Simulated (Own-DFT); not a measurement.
# Computed records: GaN (wurtzite, strained, atoms displaced)

A calculation, not a measurement: plane-wave PBE density functional theory by an unreviewed code, no spin, of a simulated periodic cell, stress positive in tension, free energy of the whole cell less one offset for each atom, forces on such cells passed a denser k mesh, this cell's mesh not checked; offsets are fitted by least squares, one for each functional and potential file, so energies compare only between cells with the same atoms and settings and are not formation energies; the far tail of each file's local potential was reset to the Coulomb form; each entry is a single point on an unrelaxed cell, so the pressure reflects the starting lattice, mostly measured values (interpolated for alloys), from which strain is counted, and rises with the displacements; printed positions are rounded, which can move forces by about a meV/angstrom; the program, named Own-DFT, is a retired in-house code; no spin-orbit coupling. Program: Own-DFT development build.

Settings shared by all entries: functional PBE; potential files PseudoDojo norm-conserving, scalar-relativistic, standard set with the stringent files for Ga; wave cutoff 96 hartree; occupations Gaussian; smearing width 0.01 eV; k mesh 3 x 4 x 3 centred on Gamma.

(1) GaN (wurtzite, strained, atoms displaced)

```
CELL_PARAMETERS angstrom
12.75600 0.00000 0.00000
-4.78350 8.28530 0.00000
0.00000 0.00000 10.44780
ATOMIC_POSITIONS crystal
Ga 0.08222 0.21267 0.00327
Ga 0.16399 0.10467 0.25029
N 0.08176 0.22544 0.19019
N 0.16364 0.10819 0.43979
Ga 0.08238 0.22425 0.49344
Ga 0.16331 0.11179 0.74786
N 0.09071 0.23056 0.68130
N 0.16448 0.10966 0.93367
Ga 0.08736 0.55974 0.99937
Ga 0.16712 0.44212 0.25432
N 0.07974 0.55683 0.18582
N 0.17554 0.45800 0.44812
Ga 0.07474 0.55197 0.50213
Ga 0.16499 0.44274 0.75204
N 0.08361 0.54546 0.68402
N 0.17300 0.44041 0.93855
Ga 0.08686 0.88764 0.00547
Ga 0.16678 0.77386 0.25491
N 0.09023 0.88436 0.18833
N 0.16213 0.77429 0.43972
Ga 0.07947 0.88321 0.50508
Ga 0.16693 0.77863 0.75044
N 0.08478 0.88241 0.69127
N 0.16502 0.77619 0.94220
Ga 0.33205 0.22093 0.00421
Ga 0.41148 0.10817 0.24589
N 0.32484 0.22633 0.18375
N 0.41729 0.11560 0.43216
Ga 0.33413 0.23200 0.49181
Ga 0.42102 0.12539 0.75530
N 0.33725 0.21796 0.69325
N 0.41717 0.11489 0.93415
Ga 0.33285 0.54573 0.00255
Ga 0.40858 0.44567 0.25023
N 0.33229 0.54894 0.18720
N 0.42238 0.45050 0.43595
Ga 0.33580 0.55397 0.49987
Ga 0.41643 0.44514 0.74926
N 0.33654 0.54628 0.68600
N 0.41473 0.44102 0.93830
Ga 0.33345 0.88679 0.99942
Ga 0.41479 0.77617 0.24536
N 0.33484 0.88581 0.19333
N 0.42029 0.79517 0.44334
Ga 0.33628 0.89751 0.49396
Ga 0.41539 0.77954 0.74474
N 0.32774 0.88943 0.69651
N 0.41697 0.78502 0.93389
Ga 0.58541 0.22500 0.99343
Ga 0.66066 0.10796 0.24689
N 0.58208 0.22924 0.18951
N 0.66790 0.10820 0.43326
Ga 0.57496 0.22089 0.50148
Ga 0.66342 0.11452 0.75296
N 0.59086 0.22891 0.69390
N 0.66324 0.11613 0.94057
Ga 0.58461 0.55486 0.00410
Ga 0.67174 0.44825 0.25546
N 0.59124 0.56311 0.18987
N 0.66801 0.45225 0.43204
Ga 0.58550 0.56041 0.50011
Ga 0.66385 0.44474 0.74467
N 0.58599 0.56171 0.69015
N 0.67039 0.44854 0.93461
Ga 0.57701 0.88836 0.99783
Ga 0.67125 0.78260 0.25219
N 0.58323 0.89108 0.18658
N 0.67601 0.79240 0.44006
Ga 0.58281 0.89190 0.50233
Ga 0.67176 0.78332 0.74871
N 0.58826 0.90093 0.68306
N 0.66731 0.77841 0.94340
Ga 0.83296 0.22609 0.99491
Ga 0.90224 0.09601 0.24751
N 0.83238 0.21980 0.19083
N 0.91591 0.11459 0.43602
Ga 0.83107 0.21561 0.49696
Ga 0.90853 0.11496 0.74958
N 0.83721 0.22737 0.69667
N 0.91935 0.11720 0.93427
Ga 0.83519 0.56329 0.00316
Ga 0.91941 0.44882 0.25496
N 0.83578 0.55804 0.18789
N 0.91084 0.44136 0.43204
Ga 0.82947 0.55289 0.50258
Ga 0.91233 0.44457 0.74846
N 0.83016 0.55083 0.69009
N 0.92070 0.44793 0.94258
Ga 0.84000 0.89545 0.00199
Ga 0.91729 0.78211 0.23966
N 0.83284 0.88850 0.19307
N 0.91828 0.77388 0.43287
Ga 0.83235 0.88231 0.50498
Ga 0.91587 0.77584 0.75317
N 0.82556 0.88224 0.68571
N 0.91564 0.78091 0.93579
```

| Item | Value |
| --- | --- |
| free energy of cell above offsets | -6.477 eV |
| pressure | 5.11 GPa |
| stress xx | -6.74 GPa |
| stress yy | -4.91 GPa |
| stress zz | -3.7 GPa |
| stress yz | -0.22 GPa |
| stress xz | -0.67 GPa |
| stress xy | 1.04 GPa |

Force:
```tsv
element	x (eV/Å)	y (eV/Å)	z (eV/Å)
Ga	-0.386	1.299	-0.156
Ga	-0.917	0.36	0.295
N	0.028	-1.404	0.163
N	0.432	0.19	-0.34
Ga	0.022	0.336	0.548
Ga	0.693	-0.071	-0.192
N	-1.084	-1.474	0.367
N	0.588	-0.566	0.737
Ga	0.351	-1.218	0.196
Ga	-1.016	0.434	0.071
N	1.4	-0.172	0.616
N	-1.232	-1.381	-1.867
Ga	0.935	0.224	-0.356
Ga	1.019	0.046	-0.119
N	-1.442	1.194	1.012
N	-1.442	0.038	0.105
Ga	-0.518	0.313	-1.127
Ga	0.298	-0.453	-0.022
N	-1.547	0.615	0
N	0.551	0.431	0.161
Ga	0.193	0.35	-0.47
Ga	0.238	-1.189	0.456
N	-1.588	0.612	-0.248
N	0.499	0.384	-0.701
Ga	-0.139	0.021	-1.498
Ga	0.414	1.091	-0.284
N	1.357	-0.534	1.196
N	-0.96	0.19	0.293
Ga	0.168	-1.298	1.429
Ga	0.993	-1.979	-0.625
N	-1.92	1.265	-1.777
N	-0.007	-0.352	1.818
Ga	-0.196	1.224	-0.773
Ga	2.905	-0.162	-0.013
N	-1.387	1.475	0.073
N	-0.511	0.077	-0.219
Ga	0.021	1.584	0.628
Ga	0.921	-0.614	0.642
N	-1.467	1.599	0.054
N	0.905	0.236	0.097
Ga	-0.438	0.601	-0.031
Ga	1.032	-0.035	1.15
N	-0.996	0.292	-1.066
N	0.898	-2.253	-1.176
Ga	-1.392	-0.668	1.608
Ga	0.224	-0.238	-0.017
N	1.422	0.967	-1.472
N	0.207	-1.516	0.218
Ga	-1.153	0.893	1.408
Ga	0.257	0.948	0.083
N	-0.015	-0.616	-0.616
N	-1.204	0.778	0.764
Ga	1.948	0.544	-0.334
Ga	1.308	-0.246	0.121
N	-1.641	-0.564	-1.573
N	1.381	-0.876	-0.57
Ga	-0.048	0.089	-0.378
Ga	-0.596	-0.101	-1.719
N	-1.08	-0.736	0.32
N	-0.127	-0.915	2.255
Ga	0.267	0.779	-0.02
Ga	0.173	0.949	1.254
N	-0.316	-0.425	-0.715
N	-0.273	-0.038	0.105
Ga	1.303	0.197	0.219
Ga	-1.262	-0.631	0.049
N	0.01	-0.798	-0.07
N	-1.316	-1.612	-0.39
Ga	0.529	0.382	-0.743
Ga	-1.96	-0.658	1.306
N	-0.122	-1.046	1.334
N	-0.071	0.605	-0.694
Ga	0.12	-0.07	1.217
Ga	0.999	3.012	0.947
N	-0.761	0.372	-0.861
N	0.72	-0.916	0.214
Ga	-0.587	0.668	0.45
Ga	2.874	-0.867	-0.123
N	-1.978	-0.274	-1.772
N	-0.212	-0.619	0.568
Ga	0.309	-1.012	-0.493
Ga	-0.269	-0.874	-1.714
N	-0.076	0.122	0.022
N	0.299	-0.07	1.991
Ga	0.399	0.302	-0.519
Ga	1.3	0.532	1.053
N	-0.072	0.911	-0.579
N	-0.644	0.362	-0.875
Ga	-1.399	-0.225	-0.459
Ga	1.149	-0.718	1.576
N	0.512	-0.677	-1.704
N	-0.686	0.272	0.427
Ga	0.992	1.104	-1.025
Ga	-0.09	0.201	-0.652
N	2.196	1.471	0.589
N	0.786	0.218	0.943
```

(2) GaN (wurtzite, strained, atoms displaced)

```
CELL_PARAMETERS angstrom
12.75600 0.00000 0.00000
-4.78350 8.28530 0.00000
0.00000 0.00000 10.44780
ATOMIC_POSITIONS crystal
Ga 0.08086 0.22551 0.99437
Ga 0.16481 0.10692 0.25246
N 0.07912 0.22154 0.19138
N 0.17112 0.11071 0.44149
Ga 0.08051 0.22566 0.50687
Ga 0.16957 0.10661 0.74643
N 0.08095 0.22439 0.68906
N 0.17675 0.12368 0.94189
Ga 0.08089 0.54475 0.99710
Ga 0.16471 0.43703 0.24700
N 0.08954 0.57113 0.18878
N 0.16543 0.45188 0.43908
Ga 0.09178 0.55716 0.49580
Ga 0.16340 0.43961 0.74592
N 0.08470 0.54411 0.68930
N 0.16646 0.44246 0.93645
Ga 0.07973 0.88943 0.99354
Ga 0.16714 0.77189 0.24944
N 0.08193 0.88762 0.19630
N 0.16870 0.78077 0.43031
Ga 0.08450 0.88714 0.50076
Ga 0.16061 0.76706 0.74603
N 0.09043 0.89385 0.68244
N 0.16413 0.77592 0.94344
Ga 0.32886 0.21133 0.99597
Ga 0.41764 0.11666 0.25700
N 0.33303 0.21432 0.19712
N 0.41548 0.10708 0.43299
Ga 0.33614 0.22058 0.49892
Ga 0.41685 0.11327 0.74391
N 0.32312 0.21360 0.69087
N 0.41554 0.10855 0.94384
Ga 0.32871 0.54816 0.99411
Ga 0.41892 0.44457 0.24498
N 0.33379 0.55758 0.19830
N 0.41394 0.44983 0.44098
Ga 0.33231 0.55560 0.50033
Ga 0.41862 0.44254 0.74958
N 0.33441 0.55764 0.68608
N 0.41020 0.43148 0.93085
Ga 0.32796 0.89414 0.99357
Ga 0.41099 0.77354 0.25553
N 0.33664 0.88780 0.18876
N 0.41360 0.76743 0.43663
Ga 0.33401 0.88690 0.50636
Ga 0.41946 0.78055 0.74404
N 0.33737 0.89059 0.68880
N 0.42206 0.77465 0.93869
Ga 0.58219 0.21687 0.00618
Ga 0.66376 0.10303 0.25300
N 0.58991 0.22468 0.19149
N 0.66414 0.10610 0.42566
Ga 0.58591 0.22308 0.50514
Ga 0.66488 0.11374 0.74645
N 0.57849 0.22039 0.68722
N 0.67045 0.11548 0.93851
Ga 0.58068 0.56309 0.00336
Ga 0.66290 0.44433 0.24235
N 0.57166 0.54602 0.18022
N 0.66426 0.44748 0.43510
Ga 0.58084 0.55745 0.50206
Ga 0.66040 0.44045 0.75118
N 0.58325 0.55703 0.68738
N 0.66801 0.44620 0.93368
Ga 0.57755 0.88021 0.98594
Ga 0.66933 0.77401 0.25098
N 0.59047 0.88694 0.18828
N 0.66540 0.78100 0.43633
Ga 0.58289 0.87964 0.49897
Ga 0.66825 0.78072 0.75357
N 0.58592 0.88825 0.68968
N 0.66478 0.78745 0.93546
Ga 0.83564 0.22412 0.99520
Ga 0.91399 0.10814 0.25595
N 0.83224 0.21736 0.18222
N 0.92221 0.10859 0.43967
Ga 0.83122 0.22443 0.49894
Ga 0.91624 0.11389 0.75511
N 0.83365 0.21997 0.68602
N 0.91824 0.11373 0.93710
Ga 0.84081 0.56859 0.99993
Ga 0.92079 0.44202 0.24737
N 0.84039 0.56740 0.17849
N 0.91438 0.44556 0.43034
Ga 0.83341 0.55485 0.50050
Ga 0.91934 0.43536 0.76266
N 0.82966 0.55592 0.68532
N 0.91459 0.45443 0.93257
Ga 0.83167 0.88959 0.00088
Ga 0.91487 0.77741 0.24850
N 0.82220 0.89184 0.18904
N 0.92104 0.77466 0.44278
Ga 0.83032 0.87771 0.49076
Ga 0.91509 0.77942 0.75256
N 0.83299 0.89765 0.69182
N 0.91202 0.77862 0.93856
```

| Property | Result |
| --- | --- |
| free energy of cell above offsets | -4.776 eV |
| pressure | 5.72 GPa |
| stress xx | -6.5 GPa |
| stress yy | -5.93 GPa |
| stress zz | -4.75 GPa |
| stress yz | -0.59 GPa |
| stress xz | 0.28 GPa |
| stress xy | -0.34 GPa |

Force:
```tsv
element	x (eV/Å)	y (eV/Å)	z (eV/Å)
Ga	1.18	-0.645	1.359
Ga	-0.02	0.408	0.316
N	0.511	-0.657	-1.01
N	-1.212	0.313	0.058
Ga	1.36	-0.117	-1.046
Ga	-2.233	0.21	1.103
N	0.721	-1.016	0.611
N	-3.122	-2.496	-1.376
Ga	-0.502	1.605	0.944
Ga	-0.225	1.26	0.663
N	0.269	-4.043	-1.437
N	1.86	-1.974	-0.772
Ga	-2.91	0.838	0.523
Ga	1.977	0.377	0.596
N	-1.804	1.299	-0.661
N	-0.545	0.044	-0.428
Ga	0.516	0.601	1.522
Ga	0.041	2.958	-0.114
N	-0.125	0.039	-1.552
N	0.334	-0.378	2.023
Ga	0.366	0.527	-0.964
Ga	0.601	0.649	0.677
N	-0.784	-1.52	1.347
N	-0.536	-0.569	-1.493
Ga	1.761	1.774	1.989
Ga	1.286	-1.328	-1.679
N	-1.097	1.154	-1.559
N	0.705	0.275	2.554
Ga	-0.557	0.464	-0.056
Ga	-0.787	-0.494	1.341
N	2.765	1.763	-1.15
N	0.598	0.637	-1.626
Ga	0.99	0.83	1.075
Ga	-1.971	-1.128	1.453
N	-0.065	-1.271	-1.925
N	1.275	-1.008	-0.557
Ga	-0.299	-0.581	0.16
Ga	-0.894	-0.004	-0.644
N	-0.069	-0.478	0.498
N	0.276	1.17	1.332
Ga	1.816	-1.408	1.632
Ga	1.3	1.057	-1.252
N	-0.785	0.671	-0.485
N	-0.139	1.66	1.161
Ga	0.008	-0.049	-1.65
Ga	0.167	-0.748	1.014
N	-0.933	-0.353	0.338
N	-3.108	-0.919	-1.278
Ga	0.177	0.864	-0.438
Ga	0.387	0.183	-2.57
N	-0.933	-0.434	-0.277
N	0.101	0.223	3.898
Ga	-0.326	-0.094	-2.008
Ga	0.581	-0.241	0.789
N	0.632	0.23	-0.043
N	-0.509	-0.573	-0.865
Ga	0.481	-1.023	-2.164
Ga	1.022	0.334	0.516
N	2.186	1.511	1.003
N	0.205	-0.129	-0.032
Ga	0.123	-0.307	-0.396
Ga	0.875	0.888	-0.049
N	-0.093	0.08	0.183
N	-0.445	0.136	1.29
Ga	0.337	2.689	3.009
Ga	-2.386	-0.739	-0.143
N	-1.601	-0.658	-0.565
N	1.258	-1.194	-0.076
Ga	-1.342	1.216	0.089
Ga	0.343	-0.329	-0.755
N	-0.429	0.501	-0.775
N	2.169	-1.523	0.193
Ga	-0.794	-0.016	0.978
Ga	-0.186	0.596	-0.601
N	0.155	0.879	0.473
N	-1.54	-0.287	0.107
Ga	0.579	-0.348	-0.573
Ga	0.2	-0.408	-1.172
N	-0.688	0.414	0.229
N	-0.09	-0.286	0.26
Ga	-1.38	-1.745	-0.48
Ga	-0.804	0.178	-0.593
N	-0.578	-1.459	1.471
N	0.779	-0.18	1.035
Ga	-0.162	-0.362	-0.113
Ga	-1.26	0.749	-3.808
N	0.807	-0.3	0.857
N	1.387	-0.919	2.371
Ga	-0.784	0.363	0.259
Ga	0.124	0.642	0.49
N	3.136	-0.08	-0.611
N	-1.035	0.07	-1.035
Ga	0.279	1.265	1.619
Ga	-0.155	-0.12	-1.271
N	0.777	-1.04	-0.763
N	0.457	1.38	-0.521
```

(3) GaN (wurtzite, strained, atoms displaced)

```
CELL_PARAMETERS angstrom
12.75600 0.00000 0.00000
-4.78350 8.28530 0.00000
0.00000 0.00000 10.44780
ATOMIC_POSITIONS crystal
Ga 0.08661 0.22321 0.00533
Ga 0.17053 0.11810 0.25068
N 0.08622 0.22429 0.18963
N 0.16976 0.12357 0.43337
Ga 0.08806 0.21939 0.50392
Ga 0.17258 0.11210 0.75021
N 0.08362 0.21152 0.68270
N 0.16255 0.11058 0.93820
Ga 0.07081 0.55093 0.99593
Ga 0.16430 0.44239 0.24495
N 0.08254 0.55268 0.18553
N 0.17318 0.45093 0.43446
Ga 0.08501 0.55516 0.51081
Ga 0.16595 0.44951 0.75373
N 0.07481 0.54539 0.67886
N 0.15932 0.42931 0.94028
Ga 0.07710 0.88162 0.00385
Ga 0.17645 0.78255 0.25208
N 0.07481 0.88214 0.18758
N 0.16571 0.78041 0.43501
Ga 0.08622 0.88989 0.50677
Ga 0.16297 0.77372 0.76465
N 0.09128 0.88954 0.69525
N 0.16679 0.78283 0.93603
Ga 0.33092 0.22505 0.00036
Ga 0.41932 0.11015 0.24840
N 0.32877 0.22463 0.18413
N 0.42094 0.11003 0.43608
Ga 0.33708 0.22430 0.50029
Ga 0.41587 0.10794 0.74821
N 0.32742 0.22128 0.69317
N 0.42268 0.11752 0.93942
Ga 0.33046 0.55245 0.99640
Ga 0.41782 0.43862 0.24861
N 0.32864 0.55557 0.18875
N 0.41183 0.44889 0.43962
Ga 0.33304 0.56086 0.50078
Ga 0.42607 0.45839 0.75660
N 0.33320 0.55128 0.68779
N 0.41146 0.43862 0.93829
Ga 0.33003 0.89300 0.00024
Ga 0.42105 0.77954 0.24442
N 0.34053 0.89871 0.18848
N 0.41055 0.77835 0.42433
Ga 0.33643 0.88774 0.49613
Ga 0.41224 0.77370 0.74762
N 0.33046 0.89218 0.68791
N 0.41485 0.77598 0.93128
Ga 0.58247 0.21615 0.99977
Ga 0.65768 0.10610 0.24893
N 0.58880 0.22026 0.18663
N 0.67463 0.11328 0.43828
Ga 0.58086 0.21754 0.50025
Ga 0.66714 0.11740 0.74821
N 0.58305 0.23078 0.69550
N 0.67059 0.11319 0.93092
Ga 0.58893 0.55983 0.99366
Ga 0.67420 0.45011 0.25251
N 0.59223 0.56589 0.18947
N 0.66506 0.44166 0.44211
Ga 0.58430 0.55483 0.50210
Ga 0.66846 0.44841 0.74503
N 0.57746 0.55299 0.68706
N 0.67059 0.44659 0.93809
Ga 0.58387 0.89590 0.00278
Ga 0.66874 0.77938 0.23609
N 0.58499 0.88768 0.18470
N 0.66771 0.77925 0.42778
Ga 0.58790 0.87035 0.51051
Ga 0.66487 0.77816 0.74734
N 0.57797 0.88825 0.69551
N 0.67119 0.77896 0.94160
Ga 0.83167 0.21976 0.98992
Ga 0.90898 0.10566 0.24619
N 0.83265 0.22659 0.19033
N 0.91222 0.10871 0.43423
Ga 0.83328 0.22266 0.49895
Ga 0.91279 0.10737 0.74129
N 0.83030 0.23110 0.69221
N 0.92032 0.11973 0.94026
Ga 0.83178 0.55571 0.99449
Ga 0.92323 0.46208 0.25004
N 0.82898 0.55719 0.18953
N 0.92026 0.45284 0.43331
Ga 0.83247 0.55344 0.49535
Ga 0.92275 0.45711 0.74968
N 0.83592 0.54764 0.68193
N 0.91503 0.44264 0.93597
Ga 0.82928 0.88513 0.00156
Ga 0.92100 0.78849 0.24480
N 0.83734 0.88964 0.19483
N 0.92423 0.78476 0.44138
Ga 0.82982 0.89382 0.50181
Ga 0.91959 0.77883 0.75572
N 0.83070 0.88056 0.68299
N 0.91873 0.77825 0.94141
```

| Property | Result |
| --- | --- |
| free energy of cell above offsets | -4.879 eV |
| pressure | 5.5 GPa |
| stress xx | -7.18 GPa |
| stress yy | -4.79 GPa |
| stress zz | -4.53 GPa |
| stress yz | 0.08 GPa |
| stress xz | 0.4 GPa |
| stress xy | -0.87 GPa |

Force:
```tsv
element	x (eV/Å)	y (eV/Å)	z (eV/Å)
Ga	-0.716	-1.398	0.012
Ga	-0.94	-1.162	-0.049
N	-0.759	-0.777	-0.026
N	1.655	-1.656	0.62
Ga	-1.652	1.064	-1.377
Ga	-1.663	-0.503	0.939
N	-1	0.879	1.337
N	0.986	-0.683	0.217
Ga	2.531	0.434	1.356
Ga	-0.021	0.225	1.057
N	0.104	1.383	-0.66
N	-1.341	-0.788	0.652
Ga	0.086	0.18	-4.712
Ga	0.528	-1.659	-0.504
N	1.697	1.453	3.928
N	-0.451	2.917	-0.918
Ga	0.611	1.737	0.053
Ga	-1.452	-0.768	-0.332
N	2.932	1.546	-0.283
N	0.775	-0.019	0.839
Ga	-0.086	0.451	-0.667
Ga	0.789	0.272	-3.525
N	-1.296	-0.493	-0.421
N	-0.02	-1.068	2.361
Ga	0.248	-1.08	-0.526
Ga	-0.349	1.477	0.067
N	1.838	-0.406	0.373
N	-1.02	0.271	-0.036
Ga	-0.619	0.108	0.355
Ga	-0.663	0.932	0.529
N	2.552	1.388	-1.012
N	-1.244	-0.797	-0.22
Ga	-0.425	0.33	0.816
Ga	-0.593	1.659	0.33
N	1.341	0.163	-0.971
N	1.848	-0.348	-0.336
Ga	-0.107	-0.114	-0.597
Ga	-1.836	-2.485	-0.463
N	-0.643	0.63	0.211
N	0.971	1.483	0.219
Ga	1.137	0.035	-0.163
Ga	-0.453	-0.841	-0.165
N	-0.26	-1.149	-0.884
N	1.878	0.004	2.086
Ga	-1.111	-0.011	0.46
Ga	-0.656	0.325	0.055
N	0.47	-1.238	-0.237
N	-0.171	0.306	1.257
Ga	0.553	1.113	-0.086
Ga	2.743	0.465	1.068
N	-2.05	1.024	-0.191
N	-1.979	-1.333	0.274
Ga	1.348	0.177	0.435
Ga	-0.336	-0.178	-0.308
N	0.116	-1.188	-1.342
N	-0.972	-0.568	0.774
Ga	-0.596	-1.046	1.202
Ga	-1.319	-0.919	0.157
N	-0.62	-2.372	-0.932
N	-0.167	0.037	-0.386
Ga	-0.683	-0.014	-1.273
Ga	0.433	0.308	0.693
N	1.702	1.246	-0.055
N	-0.759	-0.6	-0.72
Ga	0.047	-0.701	-1.358
Ga	0.086	0.575	1.677
N	-0.356	0.31	-0.147
N	0.605	-1.095	0.738
Ga	-2.453	2.018	-1.448
Ga	0.341	0.134	0.898
N	0.962	0.086	-0.834
N	-1.481	0.081	-1.08
Ga	0.371	0.374	1.951
Ga	0.4	1.883	0.487
N	-0.341	-0.098	-0.954
N	0.838	0.66	0.718
Ga	0.562	1.152	-0.104
Ga	0.37	0.753	0.999
N	1.309	-0.689	-0.79
N	0.331	-1.73	-0.859
Ga	0.309	-0.203	1.317
Ga	-0.296	-1.72	-0.039
N	1.452	1.118	-1.05
N	0.399	-0.646	0.889
Ga	0.501	1.04	0.024
Ga	-0.73	-2.076	0.301
N	-1.673	1.679	0.701
N	-1.071	0.32	-0.583
Ga	1.289	1.73	0.239
Ga	-0.265	-1.991	2.306
N	-1.273	0.013	-1.887
N	-1.316	-0.407	-0.347
Ga	1.557	-0.626	-1.488
Ga	0.128	-0.221	-1.278
N	-0.379	0.274	1.241
N	-1.07	-0.362	-0.6
```
